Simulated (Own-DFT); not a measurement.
Simulation results for SiC (4H silicon carbide, atoms displaced)

All values are calculated (Own-DFT development build). A calculation, not a measurement: plane-wave PBE density functional theory by an unreviewed code, no spin, of a simulated periodic cell, stress positive in tension, free energy of the whole cell less one offset for each atom, forces on such cells passed a denser k mesh, this cell's mesh not checked; offsets are fitted by least squares, one for each functional and potential file, so energies compare only between cells with the same atoms and settings and are not formation energies; the far tail of each file's local potential was reset to the Coulomb form; each entry is a single point on an unrelaxed cell, so the pressure reflects the starting lattice, mostly measured values (interpolated for alloys), from which strain is counted, and rises with the displacements; printed positions are rounded, which can move forces by about a meV/angstrom; the program, named Own-DFT, is a retired in-house code; no spin-orbit coupling.

Common to all runs: functional PBE; potential files PseudoDojo norm-conserving, scalar-relativistic, standard set; wave cutoff 42 hartree; occupations Fermi-Dirac; smearing width 0.1 eV; hardware one NVIDIA H100; k mesh 5 x 5 x 3 centred on Gamma.

(1) 
```xyz
32
Lattice="6.1654 0.0000 0.0000 -3.0827 5.3394 0.0000 0.0000 0.0000 10.0681" Properties=species:S:1:pos:R:3:force_x:R:1:force_y:R:1:force_z:R:1 formula=SiC free_energy_of_cell_above_offsets=-4.668 pressure=3.7 stress_xx=-2.98 stress_yy=-2.91 stress_zz=-5.21 stress_yz=0.14 stress_xz=-0.16 stress_xy=-0.18 wall_time=113
Si     3.0727     5.2791     4.1212      0.284      1.792     -1.458
Si    -0.0086     1.7413     1.5854      0.302      0.671     -0.128
C      3.0504     5.3273     0.9667      0.708     -0.399     -0.432
C      0.0062     1.7728     3.4413     -0.701      0.018      1.054
Si     4.6012     2.7034     4.0915      0.237     -1.452     -0.337
Si    -1.5554     4.3989     1.5923      0.211      1.009     -0.296
C      4.6060     2.6356     0.9315      0.508      0.246      0.688
C     -1.5213     4.4711     3.5102     -0.592     -0.713     -0.968
Si     3.0772     0.0494     4.0249      0.365     -0.396      1.932
Si     3.0821     1.8001     1.5836      -0.67     -0.392      -0.67
C      3.0800     0.0276     0.9504     -0.557     -0.598     -0.191
C      2.9927     1.7759     3.4122       1.52      1.241      1.132
Si     1.5212     2.7233     4.0771     -0.311     -1.021      0.809
Si     1.5148     4.4450     1.5510      0.051      0.195      0.458
C      1.5411     2.6835     0.9725     -0.418     -0.572     -1.028
C      1.5477     4.4816     3.4697     -0.528     -0.241      -0.54
Si    -3.0664     5.3376     9.1436     -0.298     -0.768     -0.231
Si     3.0985     3.5519     6.6801      0.076     -0.104     -1.956
C     -3.0811     5.3375     5.9121     -0.407      -0.55      2.523
C      3.0907     3.4994     8.4816      0.159      0.951      1.729
Si     4.6216     2.6198     9.1554      0.518      0.738     -1.201
Si     4.6486     0.9158     6.6584     -0.523     -1.205     -1.593
C     -1.5120     2.6264     5.9682     -1.018       0.85     -0.055
C      4.6029     0.8495     8.4841      1.034      0.494      1.054
Si     3.0711     0.0212     9.1065      0.037      -1.47      0.298
Si    -0.0118     3.5394     6.5213      0.606      0.681      1.711
C      3.0910     0.0093     6.0089      -0.06      0.147     -1.181
C      0.0110     3.5450     8.4673     -0.794      0.019      0.395
Si     1.5236     2.6398     9.1027      0.029      0.732      0.467
Si     1.5004     0.8563     6.5884       1.13      0.434      0.196
C      1.5598     2.6623     6.0620     -0.033     -0.025     -1.942
C      1.5527     0.8817     8.5030     -0.867     -0.311     -0.236
```

Units: free_energy_of_cell_above_offsets in eV; pressure, stress_xx, stress_yy, stress_zz, stress_yz, stress_xz, stress_xy in GPa; wall_time in s; force_x, force_y, force_z in eV/Å.

(2) 
```xyz
32
Lattice="6.1654 0.0000 0.0000 -3.0827 5.3394 0.0000 0.0000 0.0000 10.0681" Properties=species:S:1:pos:R:3:force_x:R:1:force_y:R:1:force_z:R:1 formula=SiC free_energy_of_cell_above_offsets=-4.820 pressure=3.6 stress_xx=-3.4 stress_yy=-3.31 stress_zz=-4.1 stress_yz=-0.31 stress_xz=1.2 stress_xy=1.31 wall_time=121.7
Si    -3.0090     5.3179     4.0750     -3.513       0.56      0.969
Si     0.0355     1.7760     1.5864     -0.743     -0.113     -0.441
C     -3.0592     5.3394     0.9934     -0.031     -0.264     -0.834
C     -0.0219     1.7654     3.4551      0.605     -0.177      0.374
Si    -1.5330     2.6759     4.0512     -0.612     -0.807      1.278
Si    -1.4880     4.4377     1.6270     -1.211      0.173      -1.17
C     -1.5415     2.6769     0.9562      0.552     -0.266      0.195
C     -1.6015     4.4299     3.4864      2.464      0.073     -0.316
Si     3.0678     0.0583     4.1151      0.252     -1.735     -0.303
Si     3.0843     1.7810     1.5677     -0.048     -0.139     -0.254
C     -0.0171     5.3324     0.9107      0.798     -0.017      1.893
C      3.0536     1.7637     3.4577      0.553      0.572     -0.316
Si     1.5348     2.6284     4.0913     -0.455      0.965      0.081
Si     1.5607     4.4369     1.5607     -0.276       0.45      0.751
C      1.5416     2.6743     0.9467      0.324     -0.052     -0.242
C      1.4787     4.4037     3.4758      0.927      0.868      0.062
Si     6.1101     0.0037     9.1028      1.424     -0.389      0.896
Si     3.0927     3.5489     6.6115     -0.225       0.41       0.03
C      6.1471     0.0287     6.0279      0.243     -0.988     -1.414
C      3.1334     3.5502     8.4822     -0.826      0.019      0.639
Si    -1.5077     2.6571     9.1333     -0.245      0.307     -0.271
Si     4.6090     0.8715     6.5992     -0.402      0.723      0.589
C      4.5767     2.6530     5.9871      1.467      0.229     -0.782
C      4.5942     0.8761     8.5252     -0.096       0.12     -0.385
Si     0.0142     5.2878     9.1842     -1.094      0.951     -2.042
Si     0.0549     3.5639     6.5670     -1.871      0.185      0.527
C      3.0383     0.0409     5.9844      0.766     -0.906     -0.266
C      0.0182     3.5683     8.4676      0.218     -0.512      0.449
Si     1.5596     2.6762     9.1220      0.101     -0.506      -0.41
Si     1.5195     0.8616     6.6090     -0.066      1.201      1.158
C      1.5413     2.6939     5.9793      0.459     -1.019     -0.338
C      1.5123     0.8740     8.5228      0.561      0.085     -0.108
```

Units: free_energy_of_cell_above_offsets in eV; pressure, stress_xx, stress_yy, stress_zz, stress_yz, stress_xz, stress_xy in GPa; wall_time in s; force_x, force_y, force_z in eV/Å.

(3) 
```xyz
32
Lattice="6.1654 0.0000 0.0000 -3.0827 5.3394 0.0000 0.0000 0.0000 10.0681" Properties=species:S:1:pos:R:3:force_x:R:1:force_y:R:1:force_z:R:1 formula=SiC free_energy_of_cell_above_offsets=-4.762 pressure=3.63 stress_xx=-1.87 stress_yy=-4.75 stress_zz=-4.27 stress_yz=0.51 stress_xz=0.02 stress_xy=-0.24 wall_time=121.8
Si     0.0637     0.0219     4.1087       -1.4     -0.871     -0.251
Si    -0.0062     1.7939     1.5778     -0.007      -0.74     -0.591
C      6.1187     0.0026     0.9221       1.08      0.118      0.059
C     -0.0207     1.7684     3.4049      0.494     -0.089      1.482
Si    -1.5044     2.6694     4.0867     -1.243     -0.757     -0.209
Si    -1.5609     4.4238     1.5777      0.077      0.793     -0.476
C     -1.4998     2.6839     0.9612     -1.222     -0.454     -0.796
C     -1.5325     4.4170     3.4414      0.131      0.594       0.78
Si     0.0187     5.3354     4.0746     -0.066      -0.58     -0.316
Si     3.0632     1.7264     1.5541      1.134      0.884      0.795
C      0.0041     5.3371     0.9599     -0.356     -0.937     -0.799
C      3.0668     1.7246     3.4455      0.391      1.068      0.417
Si     1.5134     2.6601     4.0609      0.756     -0.229      0.105
Si     1.5602     4.4283     1.5608     -0.561      0.545      0.807
C      1.5542     2.6567     1.0226     -0.121     -0.286     -1.773
C      1.5360     4.4153     3.4715      0.766      0.852      -0.23
Si     6.1319     0.0213     9.0953      0.005     -0.246      0.646
Si     3.0710     3.5445     6.6005      0.548      0.296     -0.265
C      3.0794     5.3324     6.0023     -0.006      0.403     -0.101
C      3.1263     3.5971     8.5125     -1.229     -0.851     -0.339
Si    -1.5412     2.7120     9.1093       0.41     -0.785      0.691
Si     4.5299     0.8867     6.6244      2.465      0.008     -0.031
C     -1.5126     2.6288     5.9716     -0.674      0.953      0.102
C      4.5878     0.8900     8.5251     -0.124      0.538     -0.636
Si     0.0088     5.3234     9.1184     -0.836     -0.417       0.49
Si    -0.0284     3.6405     6.6066      0.813     -3.118      0.086
C      0.0187     5.3021     5.9668     -1.239      1.594     -0.325
C      0.0133     3.5139     8.4748      0.498      0.881      0.679
Si     1.5822     2.6066     9.1622      -0.43      1.443     -0.308
Si     1.5577     0.8871     6.6231     -0.879      0.643     -0.889
C      1.5514     2.7078     5.9414     -0.665     -0.852      0.657
C      1.4854     0.8898     8.4832      1.488     -0.402      0.538
```

Units: free_energy_of_cell_above_offsets in eV; pressure, stress_xx, stress_yy, stress_zz, stress_yz, stress_xz, stress_xy in GPa; wall_time in s; force_x, force_y, force_z in eV/Å.

(4) 
```xyz
32
Lattice="6.1654 0.0000 0.0000 -3.0827 5.3394 0.0000 0.0000 0.0000 10.0681" Properties=species:S:1:pos:R:3:force_x:R:1:force_y:R:1:force_z:R:1 formula=SiC free_energy_of_cell_above_offsets=-4.705 pressure=3.82 stress_xx=-1.53 stress_yy=-3.97 stress_zz=-5.95 stress_yz=0 stress_xz=0.28 stress_xy=-0.26 wall_time=123.9
Si     6.1316     0.0244     4.1556      1.359     -1.095     -1.293
Si    -0.0177     1.8079     1.6379      0.736     -1.136      -2.21
C      3.0825     5.2894     0.9115      0.711      1.067      1.414
C      0.0059     1.7501     3.4625      0.333      0.695      0.879
Si    -1.4952     2.6651     4.0746     -1.519     -0.394      0.836
Si    -1.5088     4.4056     1.5678     -0.269      1.224      0.153
C     -1.5299     2.6751     0.9465     -0.095      -0.49     -0.055
C     -1.5260     4.4048     3.4736     -0.324      0.948     -0.059
Si     0.0310     5.3029     4.0895     -1.118      0.466     -0.186
Si     3.0985     1.8090     1.5957     -0.298     -1.264     -0.569
C      0.0233     5.3047     0.9147     -0.196      0.748       0.42
C      3.0861     1.7311     3.4606     -0.072      1.094      0.519
Si     1.5210     2.7119     4.0983       1.04     -1.009       0.06
Si     1.5770     4.4348     1.5430     -0.668      0.484      0.302
C      1.5547     2.6892     0.9103     -0.142     -0.767      1.861
C      1.5566     4.4802     3.4568      0.139      -0.71     -0.084
Si     3.0547     5.3083     9.1555      0.446      0.938     -1.258
Si     3.0820     3.5624     6.5779     -0.362     -0.195      0.617
C      3.0966     5.3107     5.9853      -0.78      1.156      0.559
C      3.0697     3.5565     8.4542      0.456      0.237      0.899
Si     4.5986     2.6639     9.1246      0.873      0.623     -0.347
Si     4.5639     0.9148     6.6024      0.867     -0.902       0.58
C      4.5737     2.6604     6.0147      1.517      0.138     -1.225
C      4.6044     0.9158     8.5275      0.257     -0.689     -0.683
Si     3.0794     0.0089     9.0895     -0.362     -0.406      0.442
Si     0.0316     3.5241     6.6461     -0.909      0.243      -0.89
C     -0.0145     5.3050     5.9634      0.188      0.026      0.478
C      0.0131     3.5479     8.4608     -0.056      0.079      1.748
Si     1.6043     2.6473     9.1725     -1.465      1.423     -1.515
Si     1.5450     0.8693     6.6293     -0.057      0.374     -0.131
C      1.5505     2.6654     6.0032     -0.241     -0.355      -0.91
C      1.5253     0.9732     8.5215      0.011     -2.555     -0.349
```

Units: free_energy_of_cell_above_offsets in eV; pressure, stress_xx, stress_yy, stress_zz, stress_yz, stress_xz, stress_xy in GPa; wall_time in s; force_x, force_y, force_z in eV/Å.

(5) 
```xyz
32
Lattice="6.1654 0.0000 0.0000 -3.0827 5.3394 0.0000 0.0000 0.0000 10.0681" Properties=species:S:1:pos:R:3:force_x:R:1:force_y:R:1:force_z:R:1 formula=SiC free_energy_of_cell_above_offsets=-4.439 pressure=3.93 stress_xx=-3.26 stress_yy=-2.63 stress_zz=-5.91 stress_yz=-0.21 stress_xz=0.37 stress_xy=0.3 wall_time=121.5
Si    -0.0280     0.0725     4.1164      0.418     -1.602     -1.551
Si     0.0597     1.8096     1.5312     -2.604     -0.686       0.43
C      0.0218     0.0236     0.9497       0.02     -0.246     -0.136
C     -0.0327     1.7799     3.3775      1.051      0.075      1.374
Si     4.6287     2.6310     4.0304     -0.595      0.886      0.823
Si    -1.5581     4.4330     1.5844      1.004      0.272     -0.536
C     -1.5407     2.6785     0.9431     -0.349     -0.465     -0.617
C     -1.5032     4.4377     3.4276     -1.453      0.183      1.596
Si    -0.0305     5.3086     4.1752      0.309      0.303     -3.859
Si     3.0483     1.7677     1.6094      0.839     -0.174     -1.513
C      0.0168     5.3264     0.9587     -0.463      0.134     -0.659
C      3.0554     1.7517     3.4282      0.304     -0.105      1.526
Si     1.5564     2.6438     4.0800     -0.707      0.469     -0.041
Si     1.5805     4.4440     1.5482     -0.996      0.769       1.32
C      1.4928     2.6804     0.9719      2.322      0.283     -1.461
C      1.5049     4.4433     3.5255      0.964      0.126     -0.809
Si     0.0147     0.0240     9.1566     -0.954     -0.698     -0.455
Si     3.0414     3.6322     6.5655      1.091     -1.009      0.376
C     -0.0206     0.0795     5.9578      1.036     -0.746      0.651
C      3.1156     3.5676     8.5009     -0.919      0.603     -0.557
Si     4.6136     2.6693     9.0587      0.725     -0.054       1.32
Si     4.6221     0.8765     6.6041     -0.054      1.295      0.308
C      4.6151     2.6566     5.9940       0.12      0.872     -0.697
C      4.6024     0.8875     8.4945      0.232     -0.403     -0.073
Si    -0.0273     5.3134     9.1057       0.75      0.456      1.113
Si     0.0591     3.5541     6.6013     -1.779      0.359     -0.216
C      3.1249     0.0466     5.9096     -1.017     -1.001      3.497
C      0.0516     3.5634     8.4924     -0.754     -0.298     -0.345
Si     1.5649     2.6743     9.1090      0.164     -0.105      0.482
Si     1.5729     0.8758     6.6570     -0.433      0.576     -1.376
C      1.5234     2.6781     5.9901      0.991     -0.738     -0.438
C      1.5156     0.8602     8.4934      0.739      0.667      0.523
```

Units: free_energy_of_cell_above_offsets in eV; pressure, stress_xx, stress_yy, stress_zz, stress_yz, stress_xz, stress_xy in GPa; wall_time in s; force_x, force_y, force_z in eV/Å.

(6) 
```xyz
32
Lattice="6.1654 0.0000 0.0000 -3.0827 5.3394 0.0000 0.0000 0.0000 10.0681" Properties=species:S:1:pos:R:3:force_x:R:1:force_y:R:1:force_z:R:1 formula=SiC free_energy_of_cell_above_offsets=-4.933 pressure=3.6 stress_xx=-2.66 stress_yy=-2.13 stress_zz=-6 stress_yz=0.14 stress_xz=-0.13 stress_xy=0.24 wall_time=122.7
Si     0.0334     0.0179     4.0767     -0.333     -0.572      0.532
Si     0.0170     1.7746     1.5726      0.313       0.28     -0.502
C      3.0919     5.3211     0.9327     -0.024      0.584     -0.242
C      0.0305     1.7734     3.4596     -0.366      0.302     -0.079
Si    -1.5301     2.6544     4.1292      0.114     -0.155     -0.742
Si    -1.6088     4.3809     1.5920      1.915      1.662     -0.515
C     -1.5397     2.6836     0.9077      0.215     -0.942      1.302
C     -1.5072     4.4141     3.4606      -0.86      0.135      0.423
Si     0.0017     5.3295     4.0738      0.102      0.193      0.429
Si     3.1348     1.7746     1.6124     -1.007     -0.099      -1.47
C      3.1097     0.0080     0.9862     -0.713     -0.297     -0.584
C      3.1185     1.7629     3.4346     -0.355      0.525      1.341
Si     1.5513     2.6817     4.0659      0.469     -0.079     -0.771
Si     1.5818     4.4583     1.5982     -1.003     -0.004      -1.28
C      1.5643     2.7043     0.9164      0.167     -0.859      1.227
C      1.5361     4.4778     3.4287      0.811     -0.453      1.342
Si    -0.0046     0.0193     9.0763     -0.052     -0.414      0.704
Si     3.0958     3.5576     6.6203     -0.633      0.022     -0.784
C     -0.0108     0.0448     6.0144      0.324     -1.209     -0.936
C      3.0569     3.5595     8.4803      0.451        0.1      0.445
Si    -1.5497     2.6900     9.1620      0.105     -0.082     -1.582
Si     4.6351     0.8916     6.6120     -0.988     -0.046     -0.187
C      4.6275     2.6580     5.9833     -0.212        0.1      0.052
C      4.6293     0.9227     8.4692     -0.174     -0.028      0.841
Si     3.0745     0.0748     9.1313      0.972     -1.957      0.581
Si     0.0027     3.5232     6.5913       0.35      0.361      0.588
C     -0.0360     5.3258     6.0013      0.868     -0.115     -0.645
C      0.0159     3.5107     8.5311     -0.573      1.439     -0.727
Si     1.5331     2.6822     9.1389      0.327     -0.406     -0.291
Si     1.5354     0.8849     6.6249      0.242      0.231     -0.532
C      1.5411     2.6295     5.8877      0.338      0.763      1.916
C      1.5655     0.8684     8.4930      -0.79      1.017      0.145
```

Units: free_energy_of_cell_above_offsets in eV; pressure, stress_xx, stress_yy, stress_zz, stress_yz, stress_xz, stress_xy in GPa; wall_time in s; force_x, force_y, force_z in eV/Å.
